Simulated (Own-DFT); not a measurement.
# Computed records: Hf₇Si₁₃ (HfSi2 crystal with substituted atoms, atoms displaced)

A calculation, not a measurement: plane-wave density functional theory by an unreviewed code, no spin, of a simulated periodic cell, stress positive in tension, run twice, with PBE and with PBEsol, both on files made for PBE, so the change isn't that of files made for PBEsol, hafnium file: forces about 75 meV/angstrom off all-electron values; forces on such cells moved up to 12 meV/angstrom on a denser k mesh; the far tail of each file's local potential was reset to the Coulomb form; each entry is a single point on an unrelaxed cell, so the pressure reflects the starting lattice, taken from the Materials Project, from which strain is counted, and rises with the displacements; printed positions are rounded, which can move forces by about a meV/angstrom; the program, named Own-DFT, is a retired in-house code; no spin-orbit coupling; stress was not checked against mesh or cutoff. Program: Own-DFT development build.

### Hf₇Si₁₃ (HfSi2 crystal with substituted atoms, atoms displaced)

```xyz
60
Lattice="-7.2972 7.0724 -1.7824 3.6486 7.0873 5.7379 3.6486 3.5213 -8.4115" Properties=species:S:1:pos:R:3 Hf7Si13
Hf     0.8949    10.1128    -4.1975
Hf    -0.9220     3.9304     0.5718
Si     0.8920     7.9405    -5.7657
Si    -0.8593     6.2200     2.1652
Si     2.7347     8.6758    -2.9458
Hf    -2.7964     5.5187    -0.6237
Hf     0.9114    13.8040    -5.0329
Hf    -0.9056     7.4602    -0.2302
Si     0.8889    11.4514    -6.6791
Si    -0.9168     9.7605     1.3169
Si     2.7740    12.1881    -3.8700
Si    -2.7912     9.0249    -1.5022
Hf    -2.7235    13.8011     2.4471
Hf    -0.9703    11.0033    -1.1557
Si    -2.7182    11.4855     0.8702
Si    -0.9163    13.2448     0.3897
Si    -4.5121     5.1440    -2.0706
Si    -2.7336    12.5711    -2.3901
Hf     4.5516     6.6849    -3.2931
Hf    -4.5713     7.4623    -0.3056
Si    -2.7164    11.4575    -6.6651
Si    -4.5539     9.7635     1.3228
Si    -0.9275    12.1958    -3.8911
Si     0.8898     1.9021     0.2952
Hf     4.4919    10.2576    -4.1657
Hf    -4.5681    11.0068    -1.2244
Si     0.9040     4.4263     2.6358
Si     2.7825     6.2158     2.2291
Si    -0.8742    15.7063    -4.7920
Si     0.9373     5.4977    -0.6048
Hf     0.9735    10.2727     3.3394
Hf     2.7237     7.4388    -0.2741
Si     0.8613     7.9934     1.7148
Si     2.6986     9.7340     1.3158
Si     2.7454     8.6769     4.5212
Si     0.8864     9.0626    -1.4817
Hf    -2.6870     6.6958    -3.2445
Hf     2.7321    11.0026    -1.1904
Si     0.8951    11.5062     0.8412
Si    -0.9021     6.1533    -5.2734
Si    -0.9686     5.0870    -2.0449
Si     0.9761    12.5861    -2.3371
Hf    -2.7196    10.2515    -4.1422
Hf    -0.8633     7.4553    -7.8066
Si    -2.7387     7.9406    -5.7163
Si    -0.9169     9.7177    -6.1978
Si    -0.8634     8.6523    -2.9954
Si    -2.6807     9.0196    -9.0032
Hf     0.8532     3.1919    -2.4670
Hf    -0.9430    14.5159    -2.0700
Si     4.5421     7.9742     1.7607
Si    -4.5640     9.6530    -6.1968
Si    -4.5639     8.6851    -2.9950
Si     4.5413     9.0843    -1.4929
Hf     0.9086     6.7062    -3.2871
Hf     2.7661     3.8716    -6.9027
Si     0.9114     4.4138    -4.8453
Si     2.7253     6.1775    -5.3149
Si     2.7500     5.1375    -2.1461
Si     0.9204     5.4663    -8.1376
```

```
functional                                        : PBE, then PBEsol
potential files                                   : PseudoDojo norm-conserving, scalar-relativistic, standard set
wave cutoff                                       : 42 hartree
occupations                                       : cold (Marzari-Vanderbilt)
smearing width                                    : 0.2 eV
k mesh                                            : 4 x 4 x 4 centred on Gamma
PBE pressure                                      : 5.03 GPa
PBE stress xx                                     : -6.65 GPa
PBE stress yy                                     : -4.66 GPa
PBE stress zz                                     : -3.79 GPa
PBE stress yz                                     : 0.21 GPa
PBE stress xz                                     : -0.26 GPa
PBE stress xy                                     : -0.1 GPa
PBEsol pressure                                   : 1.68 GPa
PBEsol stress xx                                  : -3.59 GPa
PBEsol stress yy                                  : -1.21 GPa
PBEsol stress zz                                  : -0.24 GPa
PBEsol stress yz                                  : 0.23 GPa
PBEsol stress xz                                  : -0.27 GPa
PBEsol stress xy                                  : -0.1 GPa
rms change of force components from PBE to PBEsol : 0.033 eV/Å
```

Force:
```csv
force element,PBE force x (eV/Å),PBE force y (eV/Å),PBE force z (eV/Å),PBEsol force x (eV/Å),PBEsol force y (eV/Å),PBEsol force z (eV/Å)
Hf,0.499,1.959,0.136,0.493,1.936,0.168
Hf,1.609,-1.492,0.134,1.527,-1.431,0.061
Si,0.222,-0.022,-0.305,0.222,-0.011,-0.296
Si,-0.593,-0.381,0.177,-0.597,-0.38,0.177
Si,-0.074,-0.38,-0.187,-0.078,-0.389,-0.252
Hf,1.896,1.897,6.42,1.857,1.878,6.356
Hf,0.161,-0.413,-0.138,0.156,-0.394,-0.107
Hf,1.335,1.167,-1.565,1.261,1.089,-1.572
Si,0.133,0.092,0.259,0.139,0.09,0.249
Si,-0.177,-0.142,0.078,-0.178,-0.145,0.077
Si,-0.92,0.136,-0.382,-0.91,0.114,-0.441
Si,0.881,-0.184,0.207,0.884,-0.165,0.264
Hf,0.012,-0.249,0.149,0.012,-0.234,0.18
Hf,0.596,-0.285,-0.615,0.59,-0.287,-0.633
Si,-0.375,0.17,0.038,-0.368,0.173,0.034
Si,0.002,0.245,0.311,-0.005,0.244,0.301
Si,-3.021,-0.816,-2.408,-2.934,-0.816,-2.417
Si,-0.21,0.062,0.162,-0.213,0.072,0.222
Hf,0.199,0.478,-0.064,0.2,0.475,-0.033
Hf,-1.858,1.544,-0.352,-1.768,1.441,-0.388
Si,-0.129,0.123,0.163,-0.134,0.124,0.154
Si,0.023,-0.211,-0.206,0.018,-0.21,-0.195
Si,0.813,-0.202,0.16,0.806,-0.211,0.103
Si,0.23,0.847,0.285,0.233,0.841,0.348
Hf,1.257,-0.462,-0.02,1.239,-0.443,0.021
Hf,0.008,-0.195,0.474,0.015,-0.203,0.434
Si,-0.013,0.127,-0.038,-0.014,0.127,-0.041
Si,-0.459,-0.188,-0.228,-0.462,-0.183,-0.222
Si,-0.741,0.435,0.225,-0.736,0.409,0.169
Si,-0.25,-0.034,-0.302,-0.251,-0.016,-0.238
Hf,-0.947,-1.119,-0.428,-0.931,-1.062,-0.369
Hf,0.154,0.298,-0.341,0.148,0.287,-0.367
Si,0.447,0.049,0.614,0.449,0.042,0.6
Si,0.242,-0.027,-0.491,0.243,-0.02,-0.474
Si,-0.086,-0.293,-0.089,-0.089,-0.299,-0.159
Si,0.115,-0.141,0.535,0.119,-0.121,0.594
Hf,-0.488,0.684,-1.241,-0.486,0.658,-1.15
Hf,0.099,-0.106,0.135,0.101,-0.115,0.092
Si,0.078,0.03,0.044,0.082,0.027,0.042
Si,0.127,0.118,-0.473,0.123,0.12,-0.46
Si,2.737,0.28,-1.183,2.658,0.261,-1.204
Si,-0.832,0.094,-0.107,-0.83,0.111,-0.049
Hf,-0.196,-0.258,-0.199,-0.19,-0.25,-0.16
Hf,-2.317,-2.042,0.373,-2.22,-1.962,0.291
Si,0.142,-0.094,-0.176,0.149,-0.094,-0.169
Si,0.081,-0.139,-0.353,0.083,-0.144,-0.341
Si,-0.981,-0.155,0.247,-0.984,-0.169,0.177
Si,-0.761,-0.246,0.028,-0.755,-0.224,0.088
Hf,0.755,-0.263,1.052,0.739,-0.259,1.071
Hf,0.539,0.215,-0.257,0.537,0.205,-0.279
Si,0.036,-0.066,-0.19,0.036,-0.064,-0.189
Si,0.087,0.466,-0.095,0.082,0.472,-0.098
Si,-0.341,-0.204,-0.307,-0.344,-0.215,-0.367
Si,0.436,-0.475,0.234,0.443,-0.447,0.289
Hf,0.12,-0.296,0.452,0.115,-0.282,0.469
Hf,-0.425,0.087,-0.169,-0.416,0.08,-0.204
Si,0.06,-0.021,-0.559,0.061,-0.03,-0.543
Si,0.043,-0.004,-0.183,0.046,-0.006,-0.174
Si,-0.258,-0.28,0.25,-0.252,-0.287,0.185
Si,0.28,0.281,0.311,0.279,0.293,0.373
```
